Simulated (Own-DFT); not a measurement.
# Computed records: Al31GaO48 (corundum with substituted atoms, atoms displaced), Al32O47 (corundum with one vacancy, atoms displaced)

Computed with Own-DFT development build. A calculation, not a measurement: plane-wave PBE density functional theory by an unreviewed code, no spin, of a simulated periodic cell, stress positive in tension, free energy of the whole cell less one offset for each atom, defect cell not probed for a lower state with spin; oxygen file: force components 24 meV/angstrom off all-electron in one glass; forces on such cells passed a denser k mesh, this cell's mesh not checked; offsets are fitted by least squares, one for each functional and potential file, so energies compare only between cells with the same atoms and settings and are not formation energies; the far tail of each file's local potential was reset to the Coulomb form; each entry is a single point on an unrelaxed cell, so the pressure reflects the starting lattice, mostly measured values, from which strain is counted, and rises with the displacements; printed positions are rounded, which can move forces by about a meV/angstrom; the program is a retired in-house code; no spin-orbit coupling; before rounding, a Quantum ESPRESSO 7.3.1 run of the same cell and cutoff gave forces within 1 meV/angstrom rms on each cell, which checks the program and not the settings.

Settings shared by all entries: functional PBE; potential files PseudoDojo norm-conserving, scalar-relativistic, standard set; wave cutoff 72 hartree; occupations Fermi-Dirac; smearing width 0.1 eV; k mesh 3 x 3 x 3 centred on Gamma.

(1) 
```xyz
80
Lattice="5.4940 0.0000 8.6604 -2.7470 4.7579 8.6604 -2.7470 -4.7579 8.6604" Properties=species:S:1:pos:R:3:force_x:R:1:force_y:R:1:force_z:R:1 formula=Al31GaO48 free_energy_of_cell_above_offsets=-55.951 pressure=9.04 stress_xx=-9.08 stress_yy=-9.03 stress_zz=-9.02 stress_yz=-0.18 stress_xz=-0.29 stress_xy=0.19
Al    -0.0102    -0.0663     4.5592     -0.222      1.815      0.853
Al    -0.0059     0.0001     8.4371     -0.123      0.148     -0.234
Al    -0.0110    -0.0154    11.0061      0.082     -0.704      1.663
Al    -0.0172    -0.0417     1.9586      0.576       1.67      0.018
O     -0.1597     1.6852     7.6047      0.616     -0.614      0.179
O      1.4709    -0.7332     7.6023      0.768      0.946      0.406
O     -1.3038    -0.9289     7.5619     -1.338      0.392      0.209
O      0.1222    -1.6408     5.4405     -0.339      0.036     -0.192
O     -1.5354     0.7368     5.4315       0.85     -0.734     -0.637
O      1.3283     0.9076     5.4134      0.711     -0.115      1.041
Al    -1.3773    -2.4037     8.9284      0.776      0.403     -0.424
Al    -1.3252    -2.3931    12.7789     -1.086     -0.883     -0.052
Al    -1.3640    -2.3906    15.4184     -0.981       0.54     -0.559
Al    -1.4231    -2.3006     6.2750      1.925     -2.351      -0.08
O     -1.5186    -0.8444    11.9115       0.77      2.117      -0.41
O      0.0769    -3.1339    11.9149      1.111       -0.2     -0.636
O     -2.7457    -3.2663    11.9331     -0.572     -1.048     -0.496
O     -1.2289    -4.0243     9.7352     -1.433     -0.124      1.666
O     -2.7868    -1.6776     9.7672     -1.142      0.556     -0.453
O      0.0510    -1.4600     9.7449     -0.327     -0.366     -0.304
Al    -1.3671     2.4052     8.8948     -0.655     -1.145     -0.564
Al    -1.3394     2.4154    12.7624     -0.858     -0.892       0.57
Al    -1.3574     2.4444    15.4197     -0.951     -1.487     -0.495
Al    -1.3866     2.3665     6.2249      0.138       1.02     -0.404
O     -1.5191     4.0680    11.9788      1.154     -0.603     -1.114
O      0.0796     1.6532    11.8639      0.303      0.296      0.527
O     -2.7330     1.4755    11.9313      0.021     -0.439     -0.284
O     -1.2382     0.6711     9.8241      -0.79       1.14     -1.602
O     -2.7890     3.1227     9.7833     -1.175     -0.522      -0.67
O     -0.0984     3.2703     9.7544       2.05      0.046        1.8
Al    -2.6900    -0.0415    13.2082      -1.15        0.7       0.84
Ga    -2.7796    -0.0044    17.1130      0.306      0.413     -2.319
Al    -2.7457    -0.0238    19.7152     -0.248       0.95      1.128
Al    -2.7752     0.0165    10.6028      0.288     -1.257      0.445
O     -2.8333     1.6385    16.2099     -0.537       1.45      0.131
O     -1.2557    -0.7054    16.2503      0.897     -0.985     -0.284
O     -4.1414    -0.8972    16.2179     -1.158     -1.325     -0.001
O     -2.6242    -1.6190    14.1188      0.077     -0.612      0.161
O     -4.2536     0.7252    14.0501      0.313      0.582      0.353
O     -1.3556     0.9650    14.1067      -0.12     -0.802     -0.784
Al     2.7314    -0.0437     8.9089     -0.153      0.811      0.425
Al     2.7532    -0.0022    12.7444     -0.264      0.595      0.322
Al     2.7215     0.0496    15.4108      0.325     -1.189     -0.667
Al     2.7729     0.0219     6.2986     -0.647      0.119     -1.433
O      2.6113     1.6699    11.9433      0.202     -0.643     -1.035
O      4.2373    -0.7192    11.9055     -0.387     -0.438     -0.149
O      1.3968    -0.9593    11.9218     -0.196      0.461      -0.14
O      2.8598    -1.6566     9.7939      1.028      0.473     -1.011
O      1.2420     0.7196     9.7644      0.665      0.368      -0.36
O      4.1105     0.9654     9.7346     -0.046     -1.704      0.071
Al     1.4127    -2.3229    13.2731      -0.82     -1.113      -0.88
Al     1.3572    -2.4254    17.0772      0.763      1.358     -0.168
Al     1.3513    -2.4205    19.6553      0.837      0.789      1.909
Al     1.4126    -2.3925    10.5410     -1.116     -0.461      1.543
O      1.2441    -0.7135    16.1924      0.262      -0.53       0.94
O      2.8577    -3.1491    16.2797     -0.202      0.877     -0.153
O     -0.0297    -3.2541    16.2923     -0.058     -1.279     -0.566
O      1.4599    -4.0081    14.0197     -0.294     -0.173      1.259
O     -0.1284    -1.6895    14.0871      0.546      0.687      0.337
O      2.7776    -1.4810    14.0901     -0.752      0.991     -0.381
Al     1.3375     2.3660    13.1715      0.918     -0.204      1.645
Al     1.3931     2.3724    17.0696      0.027     -0.028     -0.182
Al     1.3664     2.3533    19.7370      0.258     -0.089      0.654
Al     1.3505     2.4205    10.5724      0.542     -0.891       0.04
O      1.2838     4.0656    16.2163     -0.963     -0.691       1.22
O      2.8347     1.6299    16.1705      0.013      1.452      1.834
O     -0.0127     1.5015    16.2529      0.516     -0.257      0.591
O      1.4921     0.7124    14.0887     -0.684      0.141     -0.529
O     -0.1230     3.0723    14.1456      0.806      0.907     -0.921
O      2.7649     3.3278    14.0384     -0.748     -0.654      0.651
Al    -0.0298     0.0151    17.5500      1.033     -0.214      -0.24
Al    -0.0287    -0.0066    21.4033      1.716     -0.043      1.115
Al    -0.0262     0.0170    24.0839      1.579     -0.062      -1.78
Al    -0.0268     0.0108    14.9454      0.103      0.102     -0.771
O     -0.0965     1.5904    20.5701      -0.22       1.14     -0.733
O      1.4437    -0.8000    20.5621      0.585      1.007     -0.465
O     -1.3229    -0.9479    20.6364     -2.355      0.096     -2.295
O      0.1568    -1.6499    18.3683     -1.142      0.259      0.385
O     -1.4631     0.7130    18.3836      0.354      0.218      1.537
O      1.4101     0.9522    18.4095     -0.558     -0.204      -0.61
```

Units: free_energy_of_cell_above_offsets in eV; pressure, stress_xx, stress_yy, stress_zz, stress_yz, stress_xz, stress_xy in GPa; force_x, force_y, force_z in eV/Å.

(2) 
```xyz
79
Lattice="5.4940 0.0000 8.6604 -2.7470 4.7579 8.6604 -2.7470 -4.7579 8.6604" Properties=species:S:1:pos:R:3:force_x:R:1:force_y:R:1:force_z:R:1 formula=Al32O47 free_energy_of_cell_above_offsets=-45.274 pressure=12.89 stress_xx=-12 stress_yy=-14.52 stress_zz=-12.15 stress_yz=1.42 stress_xz=-0.39 stress_xy=0
Al     0.1538     0.0397     4.5591     -5.197     -1.703     -0.205
Al    -0.0500     0.0730     8.4658      -0.06     -1.099      -0.86
Al    -0.0264     0.0267    11.0118      1.431     -0.577      1.945
Al     0.0094    -0.0173     1.8996     -2.101      1.672      1.851
O     -0.0577     1.5938     7.6432     -1.216      1.734     -1.514
O      1.3453    -0.6637     7.6779      3.444     -1.986     -2.209
O     -1.3822    -0.8639     7.6034      -0.43     -1.074     -1.109
O      0.0888    -1.7288     5.3503      0.542      0.922      1.335
O     -1.4642     0.6719     5.2799     -0.347      0.789      1.982
O      1.2643     0.9321     5.4485        3.1       0.97      1.347
Al    -1.3016    -2.4732     8.9593     -2.217      1.095     -0.986
Al    -1.3846    -2.4383    12.7383     -0.723      1.474     -0.838
Al    -1.3066    -2.4023    15.3352     -2.698      0.003      0.745
Al    -1.3807    -2.4671     6.1246     -0.294      1.854      1.965
O     -1.5425    -0.7849    11.8421      2.135      0.813      0.628
O      0.2316    -3.1163    12.0280     -3.251      -1.29     -2.481
O     -2.7465    -3.4447    11.9057      0.572      2.925      0.027
O     -1.2246    -4.2028     9.8174      0.015      3.556     -1.262
O     -2.8747    -1.7282     9.7496      1.272      0.798     -0.231
O      0.0823    -1.3943     9.6283     -0.381     -1.617      1.935
Al    -1.4774     2.2762     8.8984      1.179       3.15      -1.13
Al    -1.4370     2.4542    12.6477      2.719      0.765      1.952
Al    -1.3348     2.3941    15.4626     -1.168     -0.667      0.058
Al    -1.4029     2.3459     6.1450      0.699      0.804      1.668
O     -1.4866     4.1344    12.0722      2.029     -2.022     -1.631
O      0.0578     1.7121    11.8761      0.056     -0.775      0.296
O     -2.7207     1.5456    12.0816     -1.979     -1.762     -3.824
O     -1.2526     0.7068     9.7706     -0.341      0.564      0.199
O     -2.8133     3.2493     9.7905      0.601     -4.645     -1.583
O     -0.0536     3.2991     9.6485      1.598     -0.771      1.682
Al    -2.6394     0.1852    13.2680     -2.764     -4.246     -0.917
Al    -2.6519     0.0833    17.0763     -1.188     -1.964     -1.024
Al    -2.9169    -0.0349    19.7494      4.427     -1.007      0.661
Al    -2.7348     0.0903    10.6097     -1.076     -4.054      0.538
O     -1.1713    -0.8017    16.2006      -1.74      0.264      0.927
O     -4.2532    -0.9867    16.2417      1.817      0.426      0.056
O     -2.7232    -1.5822    14.1050      2.486     -0.426     -0.447
O     -4.2692     0.7285    14.0078     -0.494      0.151      0.725
O     -1.3613     0.9012    14.1728      0.428       0.66     -0.278
Al     2.7247    -0.0192     8.8876      1.123     -0.195      1.194
Al     2.7541    -0.1791    12.8449      0.915      2.598      -5.08
Al     2.8077    -0.0094    15.2676     -1.253     -0.151      3.241
Al     2.7546    -0.0686     6.2862     -1.583      0.536       0.05
O      2.6076     1.8044    11.9409     -1.045     -2.553      0.971
O      4.3188    -0.7665    11.8697     -1.442     -0.617      0.779
O      1.4151    -0.9758    11.8938      -1.41      1.537     -1.185
O      3.0840    -1.7065     9.7775     -4.517       2.32     -2.397
O      1.4008     0.7798     9.7345     -1.885      -0.04      1.088
O      4.1769     0.9311     9.7881     -2.276     -0.322      -1.66
Al     1.3882    -2.5229    13.2853     -0.055       3.44     -2.421
Al     1.2683    -2.4253    17.0435      2.911      0.146      0.841
Al     1.2287    -2.3928    19.7565      4.905      0.999      -0.08
Al     1.3046    -2.4260    10.5902      1.942      0.402      0.364
O      1.2049    -0.8016    16.2444      1.259      0.741     -1.031
O      2.8559    -3.2154    16.2836      0.255      1.108     -0.913
O     -0.0692    -3.3206    16.1856      1.459     -0.812      0.864
O      1.3288    -3.9980    14.1118      2.292     -1.936      0.688
O      0.0147    -1.6627    14.0253     -2.747     -0.515       0.43
O      2.6553    -1.4458    13.9631       2.08     -2.855       3.74
Al     1.3087     2.2516    13.3735      1.149      2.637     -2.921
Al     1.2944     2.4306    17.0293      1.519     -0.398      0.325
Al     1.3859     2.2973    19.5927      0.261      2.207      3.784
Al     1.4974     2.3952    10.5737     -2.597      1.064      0.562
O      1.3077     4.0508    16.1644     -3.562     -0.875      1.809
O      2.7385     1.6600    16.3004      1.569      -1.41     -1.086
O      0.0842     1.4719    16.2394     -1.892     -0.555     -0.541
O      1.5404     0.7275    14.0783     -0.749     -2.042      0.866
O     -0.1031     3.0438    14.1361     -0.938      1.066      0.408
O      2.7536     3.3099    14.1118     -1.663     -0.008     -0.533
Al     0.0660    -0.1063    17.6166      0.536      2.675     -1.789
Al    -0.1206     0.0315    21.5725      2.082     -1.451     -3.403
Al    -0.0600    -0.0422    24.1009      3.012      0.187      0.061
Al    -0.1441    -0.1360    14.9026       3.44      1.657      0.872
O     -0.1632     1.7010    20.4880      1.082     -1.864      1.747
O      1.5933    -0.7591    20.6041     -1.609      1.119      0.021
O     -1.3458    -0.8975    20.6485     -1.904        0.3     -1.223
O      0.2126    -1.6096    18.3896     -1.746     -2.145      1.169
O     -1.3993     0.6660    18.3200     -1.052      1.254      1.172
O      1.3594     0.9222    18.4753      1.248     -0.955     -0.777
```

Units: free_energy_of_cell_above_offsets in eV; pressure, stress_xx, stress_yy, stress_zz, stress_yz, stress_xz, stress_xy in GPa; force_x, force_y, force_z in eV/Å.
